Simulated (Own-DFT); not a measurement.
# Strain and stress in 4H SiC, 72 atoms (C36Si36)

Calculated results; nothing here was measured. The program, named Own-DFT, is a retired in-house plane-wave density functional code that no person has reviewed. Each row is one single-point run on a periodic cell that was not relaxed, without spin or spin-orbit coupling.

Settings of every run: PBE; PseudoDojo norm-conserving scalar-relativistic files; cutoff 42 hartree; 4 x 4 x 3 k mesh centred on Gamma; Fermi-Dirac smearing of 0.1 eV.

Known limits: forces on such cells passed a denser k mesh, each cell not checked; stress not checked against mesh or cutoff.

Unstrained cell vectors in Å: (9.248, 0.000, 0.000); (-4.624, 8.009, 0.000); (0.000, 0.000, 10.068). The unstrained cell has measured lattice constants (interpolated for alloys), not those of this functional. That, the random moves and any unrelaxed bonds set the pressure at no strain. Each run strains this cell uniformly, with the atoms carried along. Every atom was also moved at random, by a Gaussian of width 0.05 Å on each axis. Strain is the symmetric tensor, in per cent. Stress is positive in tension, and the pressure is minus a third of its trace.

| run | e_xx (%) | e_yy (%) | e_zz (%) | e_yz (%) | e_xz (%) | e_xy (%) | s_xx (GPa) | s_yy (GPa) | s_zz (GPa) | s_yz (GPa) | s_xz (GPa) | s_xy (GPa) | P (GPa) | E (meV/atom) |
|---|---|---|---|---|---|---|---|---|---|---|---|---|---|---|
| 1 | 1.84 | -0.78 | 0.66 | -1.84 | -0.51 | 0.78 | 4.30 | -6.12 | -2.24 | -5.65 | -1.66 | 2.82 | 1.35 | 6.8 |
| 2 | -1.56 | 1.58 | -0.87 | -0.20 | 0.30 | 0.80 | -10.31 | 1.70 | -12.46 | -1.21 | -0.68 | 2.49 | 7.03 | 7.8 |
| 3 | 0.73 | -0.60 | -1.80 | -1.83 | -0.23 | 0.95 | -2.75 | -8.49 | -16.00 | -5.81 | -0.90 | 5.45 | 9.08 | 18.1 |
| 4 | 1.15 | -0.62 | -0.22 | -1.73 | 1.31 | 1.94 | 0.65 | -8.89 | -6.41 | -6.34 | 4.55 | 8.95 | 4.88 | 20.3 |
| 5 | 1.73 | -0.33 | 1.87 | 1.28 | 1.59 | 0.46 | 4.82 | -4.95 | 3.96 | 3.33 | 4.89 | 2.39 | -1.28 | 28.9 |
| 6 | -1.41 | -0.22 | 1.36 | 1.70 | 1.47 | 0.42 | -14.05 | -7.92 | 1.53 | 5.47 | 5.40 | 2.78 | 6.81 | 45.4 |
| 7 | 0.26 | -0.38 | -0.86 | -1.65 | 0.36 | 0.72 | -4.74 | -5.00 | -12.73 | -5.51 | 1.59 | 4.63 | 7.49 | 7.8 |
| 8 | -0.97 | -0.32 | 0.27 | 1.93 | 0.87 | 1.81 | -11.74 | -7.05 | -4.70 | 6.01 | 4.12 | 8.88 | 7.83 | 26.5 |
| 9 | -0.77 | 0.92 | -1.09 | -1.11 | 0.63 | 1.11 | -11.02 | 0.14 | -11.54 | -3.54 | 1.42 | 4.94 | 7.47 | 17.1 |
| 10 | -0.14 | -0.12 | 1.59 | -1.01 | 1.88 | 0.59 | -4.32 | -4.77 | 2.67 | -2.95 | 5.60 | 1.61 | 2.14 | 0.0 |
| 11 | 0.13 | 1.03 | 0.26 | 1.68 | 1.92 | -1.06 | -4.51 | 1.68 | -3.89 | 5.01 | 6.38 | -4.82 | 2.24 | 12.5 |
| 12 | -0.13 | -0.03 | -0.02 | 0.57 | 0.28 | 1.39 | -7.18 | -4.10 | -5.33 | 2.05 | 1.30 | 5.78 | 5.54 | 9.4 |
| 13 | 1.58 | 0.85 | 1.28 | 0.54 | -1.31 | 0.97 | 3.88 | 1.77 | 1.71 | 2.08 | -4.15 | 4.88 | -2.45 | 10.2 |
| 14 | 1.13 | 1.79 | 1.86 | 0.69 | 0.42 | -0.99 | 2.63 | 5.47 | 5.60 | 2.02 | 1.95 | -3.88 | -4.57 | 4.5 |
| 15 | -1.07 | -1.13 | 0.14 | 0.25 | -0.81 | -0.18 | -11.74 | -12.99 | -5.64 | 0.67 | -2.41 | -0.94 | 10.12 | 9.4 |
| 16 | 0.90 | -1.18 | -1.78 | -0.37 | -0.39 | -1.09 | -1.71 | -10.45 | -18.26 | -1.71 | -1.30 | -4.30 | 10.14 | 18.9 |
| 17 | 1.27 | 1.15 | 1.97 | -1.30 | 0.50 | 0.07 | ? | ? | ? | ? | ? | ? | ? | ? |

E is the free energy for each atom above the lowest run shown.

## Worked fit

Each stress component was fitted by least squares to a constant and the strains of the runs shown, as fractions, with shears doubled. Shear strains stay in the fit of a normal stress only where such slopes are resolved. The slopes, in GPa:

| stress | at no strain | per e_xx | per e_yy | per e_zz | scatter |
|---|---|---|---|---|---|
| s_xx | -5.5 | 546 ± 28 | 84 ± 35 | 32 ± 27 | 1.19 |
| s_yy | -4.8 | 101 ± 25 | 552 ± 31 | 6 ± 24 | 1.05 |
| s_zz | -6.2 | 15 ± 23 | 33 ± 28 | 588 ± 21 | 0.95 |

Each shear stress against twice its own strain: yz 155 ± 5, xz 161 ± 10, xy 227 ± 13 GPa. These are stiffnesses along x, y and z of the frame in which the cell vectors are given, which need not be the crystal's axes. The atoms are held to the strained lattice; where symmetry lets them move under strain, relaxing them would lower some slopes. The table should be nearly symmetric about its diagonal, and what it lacks of that shows the noise. A ninth of its sum, 217 ± 4 GPa, estimates the bulk modulus near the mean pressure of these runs, 4.6 GPa, so it lies above the value at zero pressure.

## Withheld run

Question: what normal stresses and pressure should run 17 give?

The fit gives s_xx = 3.1, s_yy = 3.0, s_zz = 5.9 and P = -4.0 GPa. The calculation gave 2.00, 2.87, 6.52 and P = -3.80 GPa.
